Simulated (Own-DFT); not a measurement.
Simulation results for TiSi$_{2}$ (C49 TiSi2 crystal, strained, atoms displaced)

All values are calculated (Own-DFT development build). A calculation, not a measurement: plane-wave density functional theory by an unreviewed code, no spin, of a simulated periodic cell, stress positive in tension, run twice, with PBE and with PBEsol, both on files made for PBE, so the change isn't that of files made for PBEsol, forces on such cells moved up to 12 meV/angstrom on a denser k mesh; the far tail of each file's local potential was reset to the Coulomb form; each entry is a single point on an unrelaxed cell, so the pressure reflects the starting lattice, taken from the Materials Project, from which strain is counted, and rises with the displacements; printed positions are rounded, which can move forces by about a meV/angstrom; the program, named Own-DFT, is a retired in-house code; no spin-orbit coupling; stress was not checked against mesh or cutoff.

Settings shared by all entries: functional PBE, then PBEsol; potential files PseudoDojo norm-conserving, scalar-relativistic, standard set; wave cutoff 42 hartree; occupations cold (Marzari-Vanderbilt); smearing width 0.2 eV; k mesh 4 x 4 x 4 centred on Gamma.

(1) 
```xyz
60
Lattice="5.1658 -6.8175 3.4947 7.0053 0.0236 -7.1193 5.1559 6.7810 3.4402" Properties=species:S:1:pos:R:3:PBE_force_x:R:1:PBE_force_y:R:1:PBE_force_z:R:1:PBEsol_force_x:R:1:PBEsol_force_y:R:1:PBEsol_force_z:R:1 formula=TiSi2 PBE_pressure=7.5 PBE_stress_xx=-9.55 PBE_stress_yy=-3.62 PBE_stress_zz=-9.33 PBE_stress_yz=-1.09 PBE_stress_xz=-3.94 PBE_stress_xy=-0.31 PBEsol_pressure=4.08 PBEsol_stress_xx=-6.04 PBEsol_stress_yy=0.07 PBEsol_stress_zz=-6.26 PBEsol_stress_yz=-1.09 PBEsol_stress_xz=-3.96 PBEsol_stress_xy=-0.31 rms_change_of_force_components_from_PBE_to_PBEsol=0.021
Ti    12.1562    -5.4057    -2.7494      0.276      0.563      0.003      0.277      0.537      0.005
Ti    13.8975    -1.4528    -1.0418     -0.001      0.842      0.702     -0.005       0.83      0.689
Si    12.1657    -0.8643    -2.7412      -0.39      0.305     -0.138     -0.385      0.255      -0.13
Si     8.7334     0.7934    -4.4905     -0.162      0.453      0.232      -0.16      0.513      0.234
Si     6.8963    -3.3334     4.3596     -0.255     -0.808          0     -0.254      -0.79      0.009
Si    12.2197    -3.4713    -0.9552     -1.469      0.537     -1.111     -1.481      0.523     -1.123
Ti     8.7584    -5.4114     0.7789     -1.431      0.134      0.559     -1.414      0.116      0.545
Ti    10.4032    -1.5219     2.5668     -1.016      1.016     -0.743     -1.006      1.022     -0.742
Si     8.6591    -0.7592     0.7911      0.218     -1.317     -0.648      0.211      -1.39     -0.663
Si     5.2221     0.7109    -0.8960     -0.182      0.334     -1.132     -0.181      0.389     -1.132
Si    10.3956    -3.3848     0.8347     -0.031     -0.249     -0.417     -0.035     -0.246     -0.411
Si     8.5610    -3.4440     2.6188      1.085     -0.097     -0.121      1.104     -0.096     -0.117
Ti    13.7514     1.4526     0.6900      2.042     -1.111      0.662      2.018     -1.099      0.659
Ti    10.3872    -1.3880    -0.9856      0.328     -0.599      0.047      0.319     -0.571      0.049
Si     8.6522    -0.7632    -2.7292      0.244     -0.356     -0.157      0.241     -0.412     -0.155
Si    10.4688    -5.9774    -0.9802     -0.375      1.099     -0.759     -0.366      1.166     -0.759
Si    10.3781    -3.4413    -2.7550       0.79      0.495      0.536      0.797      0.489      0.547
Si     8.6906    -3.4403    -0.9069       0.26      0.248     -0.169      0.258      0.244     -0.172
Ti     6.8371     1.3854     4.3582      0.524     -0.186     -0.567      0.522     -0.194     -0.561
Ti    10.3998    -1.4140    -4.5289      0.779     -0.171      0.783      0.772     -0.149      0.785
Si     1.8020    -0.7564     0.9143     -0.816     -0.373     -1.546     -0.807     -0.428     -1.545
Si    15.6199     0.8622    -1.0841     -0.541     -0.531       0.69     -0.532     -0.484       0.69
Si     8.5788     3.2930     4.2163      0.112      0.658      1.213       0.11      0.643      1.236
Si     8.6996    -3.4180    -4.4073     -0.191      0.418     -1.028     -0.194      0.409      -1.04
Ti    10.3213     1.3980     4.3279      0.364     -0.341     -1.063      0.355     -0.344     -1.054
Ti     6.8972    -1.4253     2.5829      0.015      0.004     -0.162       0.02      0.011     -0.157
Si     5.1716    -0.8523     0.8016      0.109     -0.194      0.628      0.112     -0.243      0.638
Si     6.8603    -5.9640     2.6059      0.638     -0.614       -0.6      0.623     -0.572     -0.596
Si     6.9621    -3.4187     0.8497     -0.241     -0.057     -0.231     -0.248     -0.052     -0.238
Si     5.1750    -3.3633     2.6159     -0.373     -0.462     -0.132     -0.377     -0.456     -0.144
Ti    10.4631     1.4231     0.7934     -1.125     -0.461     -0.375      -1.11     -0.471     -0.383
Ti     6.9881    -1.4791    -0.9581     -0.805      0.896      0.147     -0.793      0.902      0.161
Si     5.1730    -0.7000    -2.8638      1.765     -0.741      3.199      1.735       -0.8       3.19
Si    12.1242     0.7876     2.4508     -0.021     -0.006      1.414     -0.014      0.057      1.404
Si     6.9999    -3.4018    -2.6278     -0.714      0.491     -0.528     -0.721       0.48     -0.519
Si     5.1919    -3.4202    -0.8398      0.627      0.105     -0.415      0.644      0.103     -0.419
Ti    10.4176     1.3967    -2.7175     -0.022      0.241     -0.482     -0.026      0.227     -0.476
Ti     6.9677    -1.3844    -4.5601      0.768     -0.059      1.547      0.761     -0.036      1.532
Si    10.4629     6.0361    -2.7191         -1      0.057     -1.512     -0.981     -0.003     -1.516
Si    12.1312     0.8422    -1.0054     -0.227     -0.499     -0.435     -0.228      -0.44     -0.434
Si    12.1697     3.4472    -2.7511      0.103     -0.379     -0.458      0.115     -0.369     -0.459
Si    10.4477     3.3581    -1.0242     -0.377      0.411      0.274     -0.379      0.403      0.272
Ti     6.8627     1.2742     0.8007      0.887      1.315      0.252      0.883      1.281      0.259
Ti     3.4972    -1.4043    -0.9615     -0.489      -0.04     -0.008     -0.477     -0.037     -0.005
Si     6.8480     5.9563     0.6855      0.855      0.656      1.828      0.849      0.603      1.824
Si     8.6133     0.6713     2.4752      0.307      1.105      1.802      0.297      1.171      1.814
Si     8.7500     3.3669     0.8298     -0.691      0.065     -0.827     -0.686      0.072     -0.834
Si     6.9384     3.3652     2.5223     -0.422     -0.015       0.13     -0.426     -0.013      0.136
Ti     7.0193     1.4610    -2.7376     -0.715     -0.897      0.537     -0.706     -0.892      0.519
Ti     8.7055     5.4467    -0.9123     -1.268     -1.242     -2.138     -1.262      -1.21     -2.121
Si    12.1532    -0.8040     0.7279     -0.087     -0.251      0.165     -0.085     -0.304      0.159
Si     8.7306     0.7892    -0.9524     -0.513      0.296     -0.069       -0.5       0.35     -0.075
Si     8.6132     3.4052    -2.7916      1.552      0.368      1.256      1.561       0.36      1.265
Si     6.9547     3.4234    -0.9940      0.331     -0.502      0.873      0.327     -0.493       0.88
Ti     3.4085     1.3964     0.8405      0.839      0.115      0.221      0.829      0.094      0.221
Ti     5.1645     5.4169     2.6079      0.298      -0.53     -0.293       0.29     -0.514     -0.289
Si     8.6207    -0.8479     4.3230      0.149      0.135      0.065      0.147       0.08      0.071
Si     5.1421     0.7517     2.6435     -0.155     -0.177     -0.635     -0.153     -0.127     -0.635
Si     5.2328     3.3345     0.8796     -0.647      0.154     -0.542     -0.661      0.151     -0.558
Si    10.4175     3.4238    -4.4637      0.482     -0.252     -0.324      0.476     -0.246     -0.328
```

Units: PBE_pressure, PBE_stress_xx, PBE_stress_yy, PBE_stress_zz, PBE_stress_yz, PBE_stress_xz, PBE_stress_xy, PBEsol_pressure, PBEsol_stress_xx, PBEsol_stress_yy, PBEsol_stress_zz, PBEsol_stress_yz, PBEsol_stress_xz, PBEsol_stress_xy in GPa; rms_change_of_force_components_from_PBE_to_PBEsol, PBE_force_x, PBE_force_y, PBE_force_z, PBEsol_force_x, PBEsol_force_y, PBEsol_force_z in eV/Å.

(2) 
```xyz
60
Lattice="5.5013 -6.8084 3.6819 7.0934 -0.0993 -7.1931 5.3182 6.6686 3.6888" Properties=species:S:1:pos:R:3:PBE_force_x:R:1:PBE_force_y:R:1:PBE_force_z:R:1:PBEsol_force_x:R:1:PBEsol_force_y:R:1:PBEsol_force_z:R:1 formula=TiSi2 PBE_pressure=-1.31 PBE_stress_xx=2.14 PBE_stress_yy=-0.91 PBE_stress_zz=2.68 PBE_stress_yz=0.22 PBE_stress_xz=2.39 PBE_stress_xy=-2.95 PBEsol_pressure=-4.51 PBEsol_stress_xx=5.45 PBEsol_stress_yy=2.53 PBEsol_stress_zz=5.56 PBEsol_stress_yz=0.22 PBEsol_stress_xz=2.4 PBEsol_stress_xy=-2.95 rms_change_of_force_components_from_PBE_to_PBEsol=0.02
Ti    12.6213    -5.5598    -2.6543     -0.241      0.225      0.216     -0.245      0.215       0.23
Ti    14.2640    -1.4835    -0.7793      0.773     -1.144      0.499       0.76     -1.103      0.484
Si    12.5545    -0.9634    -2.5579     -1.177      0.146     -0.106     -1.152       0.12     -0.109
Si     8.8952     0.6171    -4.4591      0.061      0.984      0.302      0.056      1.027      0.298
Si     7.2153    -3.4084     4.6261       0.55     -0.293      0.185      0.553     -0.286      0.184
Si    12.5274    -3.5962    -0.8011      0.253      0.518      0.161      0.257      0.507      0.172
Ti     9.0273    -5.4781     0.9272      0.201       0.02      0.248      0.195      0.006      0.244
Ti    10.8324    -1.5184     2.8289     -0.748     -0.699      0.276     -0.734     -0.661      0.267
Si     8.9721    -0.8631     0.9920      -0.44     -0.514      0.052     -0.425     -0.558      0.043
Si     5.3732     0.6380    -0.8496     -0.099       1.78     -1.486     -0.101      1.832      -1.51
Si    10.8242    -3.5018     1.0813     -0.123     -0.062     -0.403     -0.126      -0.06     -0.414
Si     9.0265    -3.5282     2.7890     -0.199      0.133      0.347     -0.195      0.128      0.357
Ti    14.2754     1.2004     1.0642      0.516      0.306     -0.218      0.505       0.28     -0.209
Ti    10.7045    -1.5269    -0.7603      0.536     -0.104     -0.383      0.537     -0.085     -0.374
Si     8.9765    -0.8862    -2.6483     -0.194     -0.349      0.525      -0.19     -0.401      0.517
Si    10.8299    -5.9942    -0.8623     -0.201     -0.286      0.354     -0.203     -0.246      0.363
Si    10.7864    -3.5396    -2.6155      -0.46      0.279      0.213      -0.48      0.277      0.215
Si     8.9685    -3.4755    -0.7982       0.19     -0.144     -0.212      0.203     -0.142     -0.214
Ti     7.1229     1.1944     4.5674      0.937      1.357      0.632      0.918      1.315      0.619
Ti    10.6760    -1.5156    -4.4563      1.085      0.037      0.255      1.067       0.05       0.25
Si     1.7693    -0.8098     0.9891       0.62     -0.184     -1.738      0.614     -0.217     -1.734
Si    16.0053     0.6103    -0.6915       0.69     -0.264     -0.929      0.672     -0.231     -0.926
Si     3.7635    -3.4058     1.0582     -0.839     -0.088     -0.851     -0.846     -0.084     -0.853
Si     8.9735    -3.3899    -4.4691     -0.257     -0.909     -0.051     -0.243     -0.887     -0.047
Ti    10.8209     1.2829     4.6084     -0.475     -0.529      0.425     -0.477     -0.542      0.416
Ti     7.1186    -1.4358     2.8932      1.027     -0.549     -1.525      1.021     -0.516     -1.498
Si     5.3297    -0.7679     0.8095      0.501     -1.474       2.77      0.487     -1.536       2.78
Si     7.2767    -6.1313     2.6599          0      0.395      1.192     -0.001      0.436      1.196
Si     7.2358    -3.4716     0.9429     -0.166      0.257      0.454     -0.188      0.248      0.451
Si     5.4345    -3.4880     2.8711      0.465      0.381     -0.674      0.485      0.371     -0.678
Ti    10.7495     1.1864     1.0797     -0.249      1.178     -1.017     -0.246      1.141     -1.002
Ti     7.1541    -1.5240    -0.8343      0.456      0.797      -0.29      0.451      0.814     -0.295
Si     5.4269    -0.8816    -2.7169       -0.5      0.239     -0.119     -0.488      0.206     -0.126
Si    12.5528     0.5834     2.7379     -0.008      0.846      2.172     -0.008      0.896      2.179
Si     7.2410    -3.4391    -2.7114     -0.475     -0.126      0.398     -0.485     -0.124      0.411
Si     5.3691    -3.3933    -0.8390      0.287     -0.353     -0.216      0.307     -0.351     -0.218
Ti    10.7504     1.2532    -2.6648     -0.385     -0.099      0.574     -0.391      -0.11      0.564
Ti     7.2006    -1.3941    -4.4718     -1.015     -1.171      0.203     -0.989     -1.143      0.202
Si    10.6530     5.7963    -2.5637     -0.186     -0.071      -0.68     -0.179     -0.114     -0.675
Si    12.4939     0.5891    -0.6662     -0.179      0.291     -1.361     -0.172      0.328     -1.357
Si    12.4974     3.2306    -2.5912      0.033     -0.161      0.094      0.022     -0.161      0.094
Si    10.6218     3.2219    -0.7855      0.866       0.02     -0.505      0.883      0.017     -0.518
Ti     7.2065     1.3496     1.0307     -0.147     -1.136     -0.705     -0.153     -1.139     -0.698
Ti     3.6375    -1.3510    -0.9115     -1.002     -1.201     -0.087     -0.974     -1.163      -0.09
Si     7.0759     5.7539     0.9408      0.325      0.151     -0.009      0.323       0.11     -0.027
Si     9.0818     0.6026     2.8201     -1.004      0.867      0.003     -0.986      0.927     -0.004
Si     9.0082     3.2973     0.9628     -0.711     -0.065      0.665     -0.737     -0.063      0.675
Si     7.1491     3.1318     2.7740      0.489      1.202      0.703      0.505      1.176        0.7
Ti     7.0730     1.2814    -2.7164      0.402      0.019      0.552      0.398      0.005      0.546
Ti     8.8364     5.3046    -0.8205      0.544     -0.967     -0.088      0.533     -0.944     -0.084
Si    12.4889    -0.9584     1.1076      0.606     -1.082     -1.505      0.595     -1.137     -1.501
Si     8.8344     0.6830    -0.8576       0.79      0.132      0.168      0.772      0.175      0.173
Si     8.8785     3.1747    -2.6367     -0.023       0.71     -0.238     -0.032      0.695     -0.247
Si     7.1232     3.2078    -0.8103     -0.087      0.412     -0.161     -0.083      0.405      -0.15
Ti     3.5096     1.3040     0.9877      0.614      0.723     -0.706      0.615      0.684     -0.696
Ti     5.3347     5.2696     2.7371     -0.004      0.363      0.544      0.003      0.368      0.536
Si     9.0652    -0.8856     4.5544     -0.502     -0.359      1.494     -0.496     -0.405      1.504
Si     5.4244     0.7015     2.7143     -0.575     -0.053      0.504     -0.566     -0.019      0.516
Si     5.3691     3.2840     1.0547      -0.19     -0.027     -0.813     -0.193     -0.024     -0.822
Si    10.7409     3.2650    -4.4006     -0.955     -0.306     -0.108     -0.952     -0.306     -0.106
```

Units: PBE_pressure, PBE_stress_xx, PBE_stress_yy, PBE_stress_zz, PBE_stress_yz, PBE_stress_xz, PBE_stress_xy, PBEsol_pressure, PBEsol_stress_xx, PBEsol_stress_yy, PBEsol_stress_zz, PBEsol_stress_yz, PBEsol_stress_xz, PBEsol_stress_xy in GPa; rms_change_of_force_components_from_PBE_to_PBEsol, PBE_force_x, PBE_force_y, PBE_force_z, PBEsol_force_x, PBEsol_force_y, PBEsol_force_z in eV/Å.
